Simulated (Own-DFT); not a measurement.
Simulation results for HfO₂ (monoclinic hafnia, atoms displaced)

Computed with Own-DFT development build. A calculation, not a measurement: plane-wave density functional theory by an unreviewed code, no spin, of a simulated periodic cell, stress positive in tension, run twice, with PBE and with PBEsol, both on files made for PBE, so the change isn't that of files made for PBEsol, hafnium file: forces about 75 meV/angstrom off all-electron values; oxygen file: force components 24 meV/angstrom off all-electron in one glass; forces on such cells passed a denser k mesh, this cell's mesh not checked; the far tail of each file's local potential was reset to the Coulomb form; each entry is a single point on an unrelaxed cell, so the pressure reflects the starting lattice, mostly measured values (interpolated for alloys), from which strain is counted, and rises with the displacements; printed positions are rounded, which can move forces by about a meV/angstrom; the program, named Own-DFT, is a retired in-house code; no spin-orbit coupling; stress was not checked against mesh or cutoff.

Common to all runs: functional PBE, then PBEsol; potential files PseudoDojo norm-conserving, scalar-relativistic, standard set; wave cutoff 72 hartree; occupations Fermi-Dirac; smearing width 0.1 eV; k mesh 2 x 2 x 2 centred on Gamma.

```yaml
- entry: 1
  formula: HfO2
  kind: "monoclinic hafnia, atoms displaced"
  structure:
    cell_angstrom: [[10.234, 0.0, 0.0], [0.0, 10.35, 0.0], [-1.6955, 0.0, 10.4453]]
    atoms_fractional:
      - [Hf, 0.12977, 0.01391, 0.08757]
      - [Hf, 0.36022, 0.26194, 0.14]
      - [Hf, 0.36085, 0.47481, 0.39758]
      - [Hf, 0.14571, 0.22649, 0.34848]
      - [O, 0.04457, 0.16175, 0.17336]
      - [O, 0.46634, 0.42056, 0.07623]
      - [O, 0.46783, 0.3191, 0.32927]
      - [O, 0.02765, 0.07638, 0.42435]
      - [O, 0.2273, 0.36914, 0.24586]
      - [O, 0.2799, 0.13418, 0.01403]
      - [O, 0.27748, 0.11786, 0.26408]
      - [O, 0.2295, 0.38144, 0.48031]
      - [Hf, 0.13185, 0.02613, 0.59671]
      - [Hf, 0.36168, 0.27912, 0.64372]
      - [Hf, 0.37285, 0.47162, 0.90175]
      - [Hf, 0.13828, 0.22943, 0.86333]
      - [O, 0.0298, 0.16472, 0.65877]
      - [O, 0.4613, 0.40644, 0.57346]
      - [O, 0.45997, 0.33698, 0.85184]
      - [O, 0.04415, 0.09415, 0.90912]
      - [O, 0.2246, 0.3893, 0.75359]
      - [O, 0.27842, 0.12955, 0.49456]
      - [O, 0.27564, 0.12484, 0.77108]
      - [O, 0.23089, 0.37196, 0.98413]
      - [Hf, 0.12734, 0.52055, 0.09896]
      - [Hf, 0.36327, 0.77774, 0.15963]
      - [Hf, 0.36783, 0.98172, 0.40094]
      - [Hf, 0.13353, 0.72746, 0.35171]
      - [O, 0.02611, 0.65958, 0.16028]
      - [O, 0.45342, 0.91598, 0.06848]
      - [O, 0.46251, 0.83126, 0.32804]
      - [O, 0.03261, 0.56791, 0.41569]
      - [O, 0.22175, 0.88907, 0.23743]
      - [O, 0.27055, 0.62629, 0.01527]
      - [O, 0.26724, 0.62075, 0.25001]
      - [O, 0.2314, 0.86313, 0.49201]
      - [Hf, 0.15052, 0.51296, 0.59721]
      - [Hf, 0.35674, 0.76777, 0.64175]
      - [Hf, 0.34724, 0.98598, 0.89291]
      - [Hf, 0.13501, 0.72455, 0.86118]
      - [O, 0.04547, 0.6587, 0.67049]
      - [O, 0.46229, 0.92369, 0.59085]
      - [O, 0.4758, 0.82784, 0.82063]
      - [O, 0.04989, 0.57384, 0.91702]
      - [O, 0.2195, 0.88003, 0.74191]
      - [O, 0.274, 0.62633, 0.50034]
      - [O, 0.2822, 0.62574, 0.76253]
      - [O, 0.23141, 0.88059, 0.99007]
      - [Hf, 0.62886, 0.02071, 0.09788]
      - [Hf, 0.87287, 0.27804, 0.1551]
      - [Hf, 0.86511, 0.46902, 0.38982]
      - [Hf, 0.63255, 0.23112, 0.3503]
      - [O, 0.52505, 0.16273, 0.17499]
      - [O, 0.96096, 0.42055, 0.0735]
      - [O, 0.94951, 0.33467, 0.3275]
      - [O, 0.51852, 0.08316, 0.41217]
      - [O, 0.73238, 0.37096, 0.23177]
      - [O, 0.77372, 0.13312, 0.01786]
      - [O, 0.78389, 0.12875, 0.25843]
      - [O, 0.7321, 0.3668, 0.48943]
      - [Hf, 0.64721, 0.0207, 0.59032]
      - [Hf, 0.84221, 0.26624, 0.65044]
      - [Hf, 0.8587, 0.47321, 0.89832]
      - [Hf, 0.64264, 0.22871, 0.86128]
      - [O, 0.53343, 0.17009, 0.68896]
      - [O, 0.95987, 0.41496, 0.57538]
      - [O, 0.96307, 0.33206, 0.82726]
      - [O, 0.54669, 0.07878, 0.92441]
      - [O, 0.73265, 0.36923, 0.7416]
      - [O, 0.77284, 0.13587, 0.50685]
      - [O, 0.76568, 0.12249, 0.75368]
      - [O, 0.7189, 0.36609, 0.99032]
      - [Hf, 0.6299, 0.5174, 0.10045]
      - [Hf, 0.84859, 0.7791, 0.14427]
      - [Hf, 0.86775, 0.98173, 0.39261]
      - [Hf, 0.62014, 0.73043, 0.33069]
      - [O, 0.54854, 0.66271, 0.1853]
      - [O, 0.98159, 0.91551, 0.08011]
      - [O, 0.96318, 0.83329, 0.31897]
      - [O, 0.53305, 0.58044, 0.42925]
      - [O, 0.71417, 0.88265, 0.23726]
      - [O, 0.77168, 0.60816, 0.01991]
      - [O, 0.78058, 0.61517, 0.2433]
      - [O, 0.7385, 0.8687, 0.48441]
      - [Hf, 0.6304, 0.51104, 0.60711]
      - [Hf, 0.86396, 0.76321, 0.64064]
      - [Hf, 0.87067, 0.98032, 0.88765]
      - [Hf, 0.65443, 0.73889, 0.87067]
      - [O, 0.5429, 0.66495, 0.67417]
      - [O, 0.96117, 0.91031, 0.58217]
      - [O, 0.96284, 0.82267, 0.81879]
      - [O, 0.53895, 0.59358, 0.9257]
      - [O, 0.69792, 0.88679, 0.72243]
      - [O, 0.77039, 0.61237, 0.52096]
      - [O, 0.78367, 0.61692, 0.7609]
      - [O, 0.73556, 0.87262, 0.00617]
  results:
    "PBE_pressure [GPa]": 9.85
    "PBE_stress_xx [GPa]": -10.51
    "PBE_stress_yy [GPa]": -9.57
    "PBE_stress_zz [GPa]": -9.46
    "PBE_stress_yz [GPa]": -1.04
    "PBE_stress_xz [GPa]": -0.68
    "PBE_stress_xy [GPa]": -2.05
    "PBEsol_pressure [GPa]": 3.36
    "PBEsol_stress_xx [GPa]": -4.0
    "PBEsol_stress_yy [GPa]": -3.13
    "PBEsol_stress_zz [GPa]": -2.95
    "PBEsol_stress_yz [GPa]": -1.07
    "PBEsol_stress_xz [GPa]": -0.35
    "PBEsol_stress_xy [GPa]": -1.98
    force_element: [Hf, Hf, Hf, Hf, O, O, O, O, O, O, O, O, Hf, Hf, Hf, Hf, O, O, O, O, O, O, O, O, Hf, Hf, Hf, Hf, O, O, O, O, O, O, O, O, Hf, Hf, Hf, Hf, O, O, O, O, O, O, O, O, Hf, Hf, Hf, Hf, O, O, O, O, O, O, O, O, Hf, Hf, Hf, Hf, O, O, O, O, O, O, O, O, Hf, Hf, Hf, Hf, O, O, O, O, O, O, O, O, Hf, Hf, Hf, Hf, O, O, O, O, O, O, O, O]
    "PBE_force_x [eV/angstrom]": [3.923, -0.521, 1.562, -0.372, -0.874, -1.22, -1.855, 2.556, -0.151, -0.435, 0.262, -1.487, 0.113, -0.723, -4.073, 2.79, 0.079, 0.703, 4.029, -4.559, 0.688, -1.125, -0.326, -1.064, 2.782, -2.468, -3.166, -0.143, -0.626, 1.694, -0.592, 1.866, 0.346, 0.853, 0.393, -1.193, -3.952, 1.733, 3.534, 3.2, -0.752, 0.528, -1.052, -2.725, 0.302, 0.402, 0.079, -1.989, 0.226, -1.581, -3.501, 2.487, 1.604, 0.051, 5.546, 3.9, -2.677, 1.392, -0.856, -2.062, -2.916, 5.553, 0.369, -1.113, -0.704, 1.215, 0.273, -1.689, -3.087, -0.323, 1.461, 0.467, 2.884, 2.605, -2.447, 5.641, -4.495, -3.991, -0.179, -0.552, 0.126, 1.665, -0.449, -1.382, 2.264, -0.94, -0.998, -3.033, -0.486, 1.737, -1.882, -0.145, 2.929, 0.563, -0.478, 0.037]
    "PBE_force_y [eV/angstrom]": [2.08, 2.128, 1.541, -0.467, 0.906, -1.569, 2.357, 1.86, 0.742, -1.359, 0.565, -2.541, -1.306, -3.319, 6.443, 5.434, 0.332, 0.708, -4.857, -5.409, -1.148, 1.273, 1.064, -0.824, 0.447, -1.166, -1.225, -0.982, 1.797, -0.099, 0.661, 2.145, -1.499, 1.598, -0.073, 0.294, 1.173, -0.01, -2.279, -0.613, 0.797, 0.657, 1.236, -1.079, 0.609, -0.083, -0.196, -1.314, 1.489, -2.349, 4.374, -0.38, -0.991, -0.941, -4.125, 1.227, 0.977, -1.047, -1.51, -0.492, -1.057, 1.18, 1.021, -0.571, 0.449, -0.436, -0.571, -0.363, 1.983, -1.306, -1.541, 0.744, -0.891, -4.064, -0.936, 0.009, -0.996, -1.761, 0.24, -0.063, -0.173, 3.042, 0.779, 0.482, 3.387, -2.506, 0.477, -2.116, -0.739, 1.541, 2.285, -0.212, -1.384, 1.246, 0.276, 0.877]
    "PBE_force_z [eV/angstrom]": [3.667, 1.766, -2.799, -0.059, -0.091, 1.869, 0.163, -0.662, -1.112, -1.208, -0.961, 1.405, 1.756, 2.408, -0.374, -3.661, 1.17, 0.158, -3.289, 1.51, -2.735, 2.365, -1.768, 1.743, 0.707, -3.729, 0.125, -0.532, 0.832, 1.398, 0.414, -0.377, 0.253, 0.424, 1.641, -0.976, 2.088, 2.567, -1.331, -1.905, -0.23, -1.812, 1.417, -0.134, -0.185, 0.248, -0.339, -0.266, 1.264, -2.546, 3.031, 0.068, -0.78, 0.397, -0.273, 1.134, 0.476, -1.188, 0.504, -0.403, 1.101, -2.503, -1.335, 0.103, -1.975, 0.454, 0.481, -0.513, 1.09, -0.694, 1.442, -0.19, 0.566, 2.528, -0.297, 9.752, -6.288, -2.024, 0.154, -1.052, -0.113, -1.836, 1.913, -0.155, -0.068, -1.208, -0.336, -4.399, -0.356, -0.6, 1.915, 0.338, 2.867, -0.756, 1.606, -2.857]
    "PBEsol_force_x [eV/angstrom]": [3.847, -0.521, 1.49, -0.273, -0.834, -1.182, -1.802, 2.486, -0.092, -0.468, 0.208, -1.379, 0.045, -0.674, -4.008, 2.778, 0.097, 0.656, 3.936, -4.45, 0.751, -1.15, -0.382, -0.972, 2.706, -2.447, -3.106, -0.118, -0.588, 1.637, -0.574, 1.829, 0.417, 0.732, 0.314, -1.096, -3.857, 1.678, 3.395, 3.14, -0.733, 0.516, -0.998, -2.64, 0.365, 0.324, 0.012, -1.888, 0.223, -1.596, -3.409, 2.42, 1.557, 0.032, 5.383, 3.797, -2.527, 1.265, -0.876, -1.943, -2.825, 5.393, 0.344, -1.067, -0.683, 1.165, 0.245, -1.622, -2.941, -0.387, 1.377, 0.514, 2.863, 2.522, -2.394, 5.48, -4.376, -3.893, -0.187, -0.551, 0.187, 1.56, -0.492, -1.274, 2.236, -0.908, -0.958, -3.018, -0.461, 1.689, -1.839, -0.111, 2.891, 0.496, -0.514, 0.08]
    "PBEsol_force_y [eV/angstrom]": [2.047, 2.082, 1.462, -0.506, 0.904, -1.519, 2.258, 1.779, 0.683, -1.33, 0.586, -2.449, -1.229, -3.202, 6.24, 5.284, 0.283, 0.707, -4.739, -5.309, -1.114, 1.238, 1.029, -0.822, 0.543, -1.07, -1.193, -1.02, 1.74, -0.065, 0.613, 2.075, -1.481, 1.555, -0.05, 0.268, 1.197, 0.04, -2.262, -0.672, 0.793, 0.631, 1.163, -1.041, 0.596, -0.108, -0.174, -1.233, 1.503, -2.244, 4.215, -0.404, -0.939, -0.888, -4.029, 1.19, 0.938, -1.017, -1.46, -0.493, -1.042, 1.192, 0.944, -0.619, 0.493, -0.405, -0.561, -0.341, 1.913, -1.275, -1.471, 0.738, -0.807, -3.968, -0.959, -0.003, -0.956, -1.686, 0.231, -0.103, -0.209, 2.971, 0.769, 0.53, 3.405, -2.416, 0.435, -2.122, -0.731, 1.517, 2.228, -0.239, -1.338, 1.198, 0.269, 0.834]
    "PBEsol_force_z [eV/angstrom]": [3.579, 1.759, -2.675, -0.117, -0.02, 1.728, 0.115, -0.574, -1.04, -1.203, -0.904, 1.38, 1.691, 2.368, -0.328, -3.586, 1.171, 0.103, -3.241, 1.534, -2.67, 2.261, -1.672, 1.672, 0.642, -3.608, 0.138, -0.545, 0.854, 1.337, 0.307, -0.317, 0.228, 0.408, 1.602, -0.947, 2.011, 2.545, -1.262, -1.909, -0.166, -1.832, 1.324, -0.049, -0.167, 0.243, -0.351, -0.258, 1.193, -2.442, 2.999, 0.044, -0.722, 0.336, -0.351, 1.135, 0.473, -1.175, 0.505, -0.376, 1.105, -2.448, -1.283, 0.089, -1.872, 0.364, 0.44, -0.429, 1.068, -0.652, 1.387, -0.197, 0.512, 2.512, -0.256, 9.49, -6.107, -2.023, 0.089, -0.967, -0.14, -1.794, 1.808, -0.113, -0.121, -1.166, -0.302, -4.34, -0.323, -0.637, 1.819, 0.4, 2.782, -0.673, 1.571, -2.773]
    "rms_change_of_force_components_from_PBE_to_PBEsol [eV/angstrom]": 0.067
- entry: 2
  formula: HfO2
  kind: "monoclinic hafnia, atoms displaced"
  structure:
    cell_angstrom: [[10.234, 0.0, 0.0], [0.0, 10.35, 0.0], [-1.6955, 0.0, 10.4453]]
    atoms_fractional:
      - [Hf, 0.14545, 0.02275, 0.09555]
      - [Hf, 0.36411, 0.26957, 0.15094]
      - [Hf, 0.37036, 0.48025, 0.38784]
      - [Hf, 0.15919, 0.22884, 0.35812]
      - [O, 0.04064, 0.16697, 0.17564]
      - [O, 0.46413, 0.41994, 0.06617]
      - [O, 0.45202, 0.33547, 0.33036]
      - [O, 0.03229, 0.08853, 0.42651]
      - [O, 0.22392, 0.373, 0.23642]
      - [O, 0.27652, 0.12123, 0.01378]
      - [O, 0.2729, 0.12443, 0.25391]
      - [O, 0.23351, 0.37897, 0.50289]
      - [Hf, 0.13318, 0.02461, 0.60393]
      - [Hf, 0.3755, 0.27111, 0.65294]
      - [Hf, 0.36426, 0.46753, 0.89185]
      - [Hf, 0.12342, 0.22547, 0.8543]
      - [O, 0.03603, 0.16968, 0.67112]
      - [O, 0.47688, 0.4378, 0.59362]
      - [O, 0.4623, 0.32692, 0.826]
      - [O, 0.03028, 0.09968, 0.92235]
      - [O, 0.22232, 0.37839, 0.72283]
      - [O, 0.29264, 0.12705, 0.50494]
      - [O, 0.27647, 0.12558, 0.76221]
      - [O, 0.20492, 0.37457, 0.98747]
      - [Hf, 0.12137, 0.50879, 0.102]
      - [Hf, 0.3549, 0.75903, 0.13465]
      - [Hf, 0.36604, 0.97027, 0.40773]
      - [Hf, 0.15369, 0.73434, 0.35035]
      - [O, 0.03702, 0.67019, 0.1713]
      - [O, 0.47837, 0.91642, 0.0778]
      - [O, 0.46945, 0.83186, 0.33291]
      - [O, 0.03525, 0.60093, 0.43118]
      - [O, 0.22688, 0.87376, 0.22788]
      - [O, 0.27566, 0.62214, 0.01015]
      - [O, 0.2761, 0.61977, 0.27022]
      - [O, 0.21968, 0.88164, 0.48744]
      - [Hf, 0.12843, 0.52065, 0.59633]
      - [Hf, 0.35056, 0.77942, 0.64633]
      - [Hf, 0.35545, 0.97933, 0.87744]
      - [Hf, 0.15335, 0.72486, 0.86078]
      - [O, 0.03839, 0.66847, 0.68053]
      - [O, 0.47246, 0.92517, 0.58029]
      - [O, 0.45848, 0.83711, 0.82342]
      - [O, 0.04232, 0.58547, 0.92517]
      - [O, 0.23356, 0.8682, 0.7441]
      - [O, 0.28224, 0.6404, 0.50513]
      - [O, 0.27591, 0.62628, 0.76589]
      - [O, 0.22202, 0.86544, 0.99119]
      - [Hf, 0.63553, 0.02881, 0.10364]
      - [Hf, 0.87263, 0.27005, 0.1439]
      - [Hf, 0.8634, 0.48466, 0.40919]
      - [Hf, 0.62841, 0.23325, 0.35417]
      - [O, 0.53969, 0.16528, 0.18511]
      - [O, 0.95943, 0.42483, 0.06976]
      - [O, 0.97545, 0.32876, 0.32398]
      - [O, 0.54001, 0.06945, 0.42494]
      - [O, 0.7221, 0.37131, 0.23951]
      - [O, 0.78314, 0.13287, 0.01696]
      - [O, 0.7634, 0.11962, 0.25538]
      - [O, 0.72439, 0.36765, 0.49329]
      - [Hf, 0.65449, 0.017, 0.61656]
      - [Hf, 0.85183, 0.25664, 0.64066]
      - [Hf, 0.85278, 0.47311, 0.89426]
      - [Hf, 0.64073, 0.22738, 0.85911]
      - [O, 0.54882, 0.16796, 0.66489]
      - [O, 0.9595, 0.41047, 0.57893]
      - [O, 0.96053, 0.34127, 0.82607]
      - [O, 0.54068, 0.08012, 0.92728]
      - [O, 0.72383, 0.36533, 0.73745]
      - [O, 0.7814, 0.11842, 0.505]
      - [O, 0.76645, 0.11719, 0.74366]
      - [O, 0.71091, 0.37138, 0.98931]
      - [Hf, 0.63854, 0.525, 0.10086]
      - [Hf, 0.87354, 0.78596, 0.14694]
      - [Hf, 0.85314, 0.96552, 0.39763]
      - [Hf, 0.63373, 0.72419, 0.35639]
      - [O, 0.52742, 0.65899, 0.16928]
      - [O, 0.97014, 0.93276, 0.08486]
      - [O, 0.96948, 0.84318, 0.33606]
      - [O, 0.53042, 0.57435, 0.42423]
      - [O, 0.71773, 0.87744, 0.23981]
      - [O, 0.79217, 0.62317, 0.02407]
      - [O, 0.78911, 0.62381, 0.25876]
      - [O, 0.73607, 0.87335, 0.49583]
      - [Hf, 0.6336, 0.50759, 0.59792]
      - [Hf, 0.86616, 0.76746, 0.64175]
      - [Hf, 0.85563, 0.97526, 0.88503]
      - [Hf, 0.6327, 0.73259, 0.85591]
      - [O, 0.54849, 0.65905, 0.68213]
      - [O, 0.95701, 0.92345, 0.57237]
      - [O, 0.96725, 0.84058, 0.829]
      - [O, 0.53622, 0.59693, 0.92642]
      - [O, 0.72476, 0.88577, 0.7418]
      - [O, 0.77327, 0.62108, 0.51128]
      - [O, 0.77757, 0.62078, 0.77545]
      - [O, 0.72072, 0.87482, 0.99036]
  results:
    "PBE_pressure [GPa]": 8.02
    "PBE_stress_xx [GPa]": -8.49
    "PBE_stress_yy [GPa]": -7.51
    "PBE_stress_zz [GPa]": -8.05
    "PBE_stress_yz [GPa]": -0.94
    "PBE_stress_xz [GPa]": 0.25
    "PBE_stress_xy [GPa]": 0.21
    "PBEsol_pressure [GPa]": 1.54
    "PBEsol_stress_xx [GPa]": -1.99
    "PBEsol_stress_yy [GPa]": -1.09
    "PBEsol_stress_zz [GPa]": -1.56
    "PBEsol_stress_yz [GPa]": -0.87
    "PBEsol_stress_xz [GPa]": 0.55
    "PBEsol_stress_xy [GPa]": 0.17
    force_element: [Hf, Hf, Hf, Hf, O, O, O, O, O, O, O, O, Hf, Hf, Hf, Hf, O, O, O, O, O, O, O, O, Hf, Hf, Hf, Hf, O, O, O, O, O, O, O, O, Hf, Hf, Hf, Hf, O, O, O, O, O, O, O, O, Hf, Hf, Hf, Hf, O, O, O, O, O, O, O, O, Hf, Hf, Hf, Hf, O, O, O, O, O, O, O, O, Hf, Hf, Hf, Hf, O, O, O, O, O, O, O, O, Hf, Hf, Hf, Hf, O, O, O, O, O, O, O, O]
    "PBE_force_x [eV/angstrom]": [-1.218, -0.527, -4.829, -3.515, 0.316, -0.885, 2.48, 1.437, 0.17, 1.315, 1.312, 1.047, -0.694, -1.432, -1.847, 2.579, -0.556, -6.531, 1.178, -2.198, 0.449, -1.091, 0.013, 1.949, 2.539, 1.634, 2.03, -2.513, 0.504, -2.743, -0.133, -0.663, -0.002, 0.539, 0.999, -0.131, 1.327, 3.781, 1.36, -3.065, -0.461, -1.69, 1.26, -1.045, -2.919, -0.407, 1.29, 0.887, 1.026, -0.909, 0.959, 2.398, -2.908, -2.21, -0.601, 0.522, -0.087, -0.104, 1.267, -0.258, -2.923, 1.298, 0.222, 0.25, -1.823, 0.775, 0.619, -0.638, -0.467, -0.573, 2.622, 0.662, 1.848, -1.257, 1.028, 0.791, 0.374, -0.787, 1.344, 2.43, 0.456, -1.208, -1.652, -2.502, 4.804, 0.045, 0.594, 1.245, -1.431, 1.554, 0.367, -1.222, 0.421, 0.278, 0.685, 1.375]
    "PBE_force_y [eV/angstrom]": [-0.097, -0.627, 1.967, -0.165, -0.08, -1.569, -2.576, 0.186, 0.654, 1.371, -1.034, -0.793, 0.547, 0.167, 2.564, 3.784, -0.219, -4.649, -0.467, -3.028, -0.037, 0.9, -0.439, -1.154, 2.737, 2.003, 1.977, 0.057, 0.183, -1.576, -1.114, -0.957, 0.206, -0.121, -0.421, -0.78, 0.063, -2.87, 0.6, -1.224, 0.128, -2.058, -0.274, -0.308, 2.617, -0.047, -1.112, 0.91, -1.922, -0.529, -1.177, -2.552, 1.539, -2.319, 1.558, 1.719, 1.119, -0.198, 0.149, -0.464, -0.365, 1.762, 2.583, -0.108, 1.22, 0.703, -1.446, 1.084, 0.581, 1.522, 0.987, -0.047, 0.09, -1.784, 4.25, 0.912, 0.143, -0.704, -1.695, 1.677, -0.702, 0.671, -0.323, -2.786, 3.429, -0.519, 0.341, -0.647, 1.683, -0.955, -0.108, -1.675, -2.207, 1.344, 0.277, 0.063]
    "PBE_force_z [eV/angstrom]": [2.636, -1.925, 2.518, 0.102, -0.637, 0.971, -0.505, 0.706, 0.129, -1.352, 0.469, -2.348, -2.438, -2.702, 0.155, -1.006, 0.34, -0.705, 0.871, 0.63, 2.425, 1.303, -0.856, -0.592, 0.273, 1.304, -2.211, 0.198, 0.59, -0.473, -0.218, -0.459, 1.092, 0.282, -1.864, 1.042, 1.391, -1.432, 4.655, 0.084, -0.773, 1.384, -0.052, -0.524, -0.828, 0.893, -0.811, -0.969, 1.351, 2.711, -3.463, 0.547, -1.37, 0.524, 0.614, -0.568, 0.309, -2.167, 1.052, -0.601, -5.921, -0.579, -0.484, -0.15, 0.867, -0.01, -0.487, -2.077, 0.38, 0.967, 4.388, -0.654, 1.145, 0.491, -2.87, -1.564, 1.347, -1.38, -1.441, -0.904, 0.371, -0.827, 1.237, 0.224, 3.25, 1.884, 2.841, -0.271, -0.855, 2.544, -0.397, 0.176, 0.693, 0.027, -1.103, -0.557]
    "PBEsol_force_x [eV/angstrom]": [-1.177, -0.555, -4.726, -3.428, 0.311, -0.869, 2.418, 1.446, 0.236, 1.199, 1.208, 1.079, -0.71, -1.422, -1.806, 2.487, -0.544, -6.37, 1.144, -2.108, 0.52, -1.119, -0.032, 1.934, 2.472, 1.566, 2.013, -2.425, 0.485, -2.656, -0.115, -0.635, 0.036, 0.482, 0.937, -0.048, 1.282, 3.652, 1.316, -2.962, -0.449, -1.679, 1.203, -0.983, -2.751, -0.463, 1.19, 0.924, 1.0, -0.882, 0.914, 2.364, -2.828, -2.146, -0.584, 0.499, -0.042, -0.167, 1.149, -0.196, -2.831, 1.23, 0.209, 0.256, -1.77, 0.757, 0.596, -0.593, -0.403, -0.613, 2.503, 0.707, 1.811, -1.227, 0.995, 0.767, 0.369, -0.765, 1.277, 2.369, 0.512, -1.24, -1.676, -2.358, 4.695, 0.05, 0.56, 1.201, -1.362, 1.498, 0.304, -1.163, 0.481, 0.243, 0.613, 1.406]
    "PBEsol_force_y [eV/angstrom]": [-0.043, -0.598, 1.917, -0.199, -0.054, -1.499, -2.526, 0.147, 0.596, 1.317, -0.952, -0.775, 0.59, 0.215, 2.479, 3.66, -0.214, -4.552, -0.462, -2.965, -0.029, 0.866, -0.449, -1.102, 2.701, 1.975, 1.913, 0.008, 0.194, -1.508, -1.106, -0.982, 0.16, -0.071, -0.386, -0.764, 0.086, -2.75, 0.527, -1.262, 0.145, -1.987, -0.268, -0.323, 2.535, -0.02, -1.04, 0.872, -1.855, -0.496, -1.151, -2.561, 1.538, -2.244, 1.47, 1.674, 1.067, -0.187, 0.146, -0.431, -0.305, 1.759, 2.499, -0.123, 1.19, 0.723, -1.437, 1.057, 0.537, 1.47, 0.968, -0.036, 0.132, -1.729, 4.106, 0.866, 0.154, -0.702, -1.657, 1.611, -0.679, 0.625, -0.313, -2.692, 3.384, -0.443, 0.262, -0.708, 1.638, -0.927, -0.095, -1.646, -2.114, 1.296, 0.262, 0.083]
    "PBEsol_force_z [eV/angstrom]": [2.576, -1.81, 2.486, 0.039, -0.595, 0.874, -0.565, 0.774, 0.128, -1.307, 0.437, -2.277, -2.456, -2.601, 0.203, -1.004, 0.382, -0.747, 0.789, 0.647, 2.346, 1.248, -0.833, -0.575, 0.191, 1.29, -2.083, 0.189, 0.617, -0.497, -0.227, -0.389, 1.059, 0.259, -1.787, 1.024, 1.334, -1.359, 4.555, 0.07, -0.724, 1.28, -0.103, -0.447, -0.788, 0.851, -0.768, -0.948, 1.303, 2.686, -3.328, 0.468, -1.278, 0.453, 0.528, -0.499, 0.301, -2.102, 1.002, -0.564, -5.809, -0.55, -0.449, -0.175, 0.916, -0.072, -0.485, -1.981, 0.369, 0.998, 4.254, -0.662, 1.077, 0.516, -2.755, -1.567, 1.336, -1.394, -1.455, -0.837, 0.379, -0.797, 1.213, 0.227, 3.153, 1.863, 2.775, -0.306, -0.767, 2.415, -0.433, 0.212, 0.678, -0.004, -1.05, -0.562]
    "rms_change_of_force_components_from_PBE_to_PBEsol [eV/angstrom]": 0.059
```
